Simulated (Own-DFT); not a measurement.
# How strain changes the stress of wurtzite GaN, 72 atoms (Ga36N36)

These are calculations, not measurements. The program, named Own-DFT, is a retired in-house plane-wave density functional code that no person has reviewed. Each row is one single-point run on a periodic cell that was not relaxed, without spin or spin-orbit coupling.

Settings of every run: PBE; PseudoDojo norm-conserving scalar-relativistic files (stringent for Ga); cutoff 96 hartree; 4 x 4 x 3 k mesh centred on Gamma; Gaussian smearing of 0.01 eV.

Known limits: forces not confirmed at this smearing and k mesh; stress not checked against mesh or cutoff.

Unstrained cell vectors in Å: (9.567, 0.000, 0.000); (-4.784, 8.285, 0.000); (0.000, 0.000, 10.370). The unstrained cell has measured lattice constants (interpolated for alloys), not those of this functional. That, the random moves and any unrelaxed bonds set the pressure at no strain. Each run strains this cell uniformly, with the atoms carried along. Every atom was also moved at random, by a Gaussian of width 0.05 Å on each axis. Strain is the symmetric tensor, in per cent. Stress is positive in tension, and the pressure is minus a third of its trace.

| run | e_xx (%) | e_yy (%) | e_zz (%) | e_yz (%) | e_xz (%) | e_xy (%) | s_xx (GPa) | s_yy (GPa) | s_zz (GPa) | s_yz (GPa) | s_xz (GPa) | s_xy (GPa) | P (GPa) | E (meV/atom) |
|---|---|---|---|---|---|---|---|---|---|---|---|---|---|---|
| 1 | -1.54 | 1.25 | -1.57 | 1.58 | 1.94 | 1.71 | -12.57 | -5.06 | -18.18 | 3.71 | 4.29 | 5.84 | 11.94 | 65.3 |
| 2 | -1.85 | 0.59 | 0.69 | -0.02 | -1.44 | -0.15 | -13.31 | -4.33 | -6.28 | 0.81 | -2.00 | -1.62 | 7.97 | 24.1 |
| 3 | 0.13 | -0.25 | -1.48 | 0.96 | 0.97 | -1.23 | -6.68 | -8.21 | -16.41 | 0.88 | 2.56 | -2.53 | 10.43 | 38.3 |
| 4 | 0.87 | -1.47 | -0.32 | -0.54 | -1.02 | 1.94 | -6.34 | -11.20 | -9.10 | -1.10 | -2.53 | 6.49 | 8.88 | 26.6 |
| 5 | 1.47 | 0.91 | -0.49 | -0.39 | 0.27 | 0.93 | 0.35 | -2.92 | -8.17 | -0.55 | 0.69 | 1.57 | 3.58 | 16.3 |
| 6 | -1.67 | -0.80 | -1.51 | 1.83 | -0.71 | 1.34 | -18.58 | -12.84 | -16.67 | 2.49 | -1.03 | 6.14 | 16.03 | 63.8 |
| 7 | -0.72 | 1.84 | 1.22 | -0.47 | 0.81 | 1.01 | -7.29 | 1.01 | -2.39 | -1.38 | 1.92 | 1.33 | 2.89 | 17.8 |
| 8 | -1.30 | 0.65 | 0.10 | -0.46 | -0.40 | -0.52 | -11.45 | -5.40 | -7.93 | -1.40 | -1.02 | -1.46 | 8.26 | 27.4 |
| 9 | 1.58 | 1.11 | -1.60 | -1.61 | -0.01 | -0.02 | 1.06 | -2.30 | -14.34 | -3.76 | -0.26 | -0.33 | 5.19 | 20.8 |
| 10 | -0.27 | -1.44 | -0.71 | 1.17 | 1.33 | 1.78 | -12.12 | -14.64 | -13.57 | 1.47 | 3.47 | 7.75 | 13.45 | 72.5 |
| 11 | 1.60 | -0.56 | 2.00 | 0.99 | 0.33 | -0.09 | 0.98 | -5.33 | 1.55 | 2.68 | 0.67 | -0.55 | 0.93 | 0.0 |
| 12 | 0.65 | 1.67 | 1.88 | 1.24 | -1.23 | 0.21 | -1.80 | 0.24 | 1.67 | 2.55 | -1.54 | 0.59 | -0.04 | 26.0 |
| 13 | 0.31 | 0.21 | -1.21 | -1.89 | 1.38 | -1.22 | -8.14 | -7.46 | -11.04 | -4.64 | 2.69 | -2.39 | 8.88 | 52.9 |
| 14 | -1.73 | 1.28 | -1.89 | -1.27 | 1.37 | -0.80 | -17.84 | -3.79 | -17.55 | -1.98 | 3.32 | -2.79 | 13.06 | 71.4 |
| 15 | -0.80 | -0.22 | 0.41 | -0.91 | -0.39 | 0.81 | ? | ? | ? | ? | ? | ? | ? | ? |

E is the free energy for each atom above the lowest run shown.

## Worked fit

Each stress component was fitted by least squares to a constant and the strains of the runs shown, as fractions, with shears doubled. Shear strains stay in the fit of a normal stress only where such slopes are resolved. The slopes, in GPa:

```
stress,at no strain,per e_xx,per e_yy,per e_zz,scatter
s_xx,-7.5,466 ± 33,149 ± 38,85 ± 32,1.46
s_yy,-6.8,74 ± 22,383 ± 25,82 ± 21,0.97
s_zz,-8.3,91 ± 27,48 ± 32,464 ± 27,1.22
```

Each shear stress against twice its own strain: yz 97 ± 12, xz 101 ± 6, xy 143 ± 12 GPa. These are stiffnesses along x, y and z of the frame in which the cell vectors are given, which need not be the crystal's axes. The atoms are held to the strained lattice; where symmetry lets them move under strain, relaxing them would lower some slopes. The table should be nearly symmetric about its diagonal, and what it lacks of that shows the noise. A ninth of its sum, 205 ± 7 GPa, estimates the bulk modulus near the mean pressure of these runs, 8.0 GPa, so it lies above the value at zero pressure.

## Withheld run

Question: what normal stresses and pressure should run 15 give?

The fit gives s_xx = -11.2, s_yy = -7.9, s_zz = -7.2 and P = 8.8 GPa. The calculation gave -10.87, -7.53, -6.18 and P = 8.19 GPa.
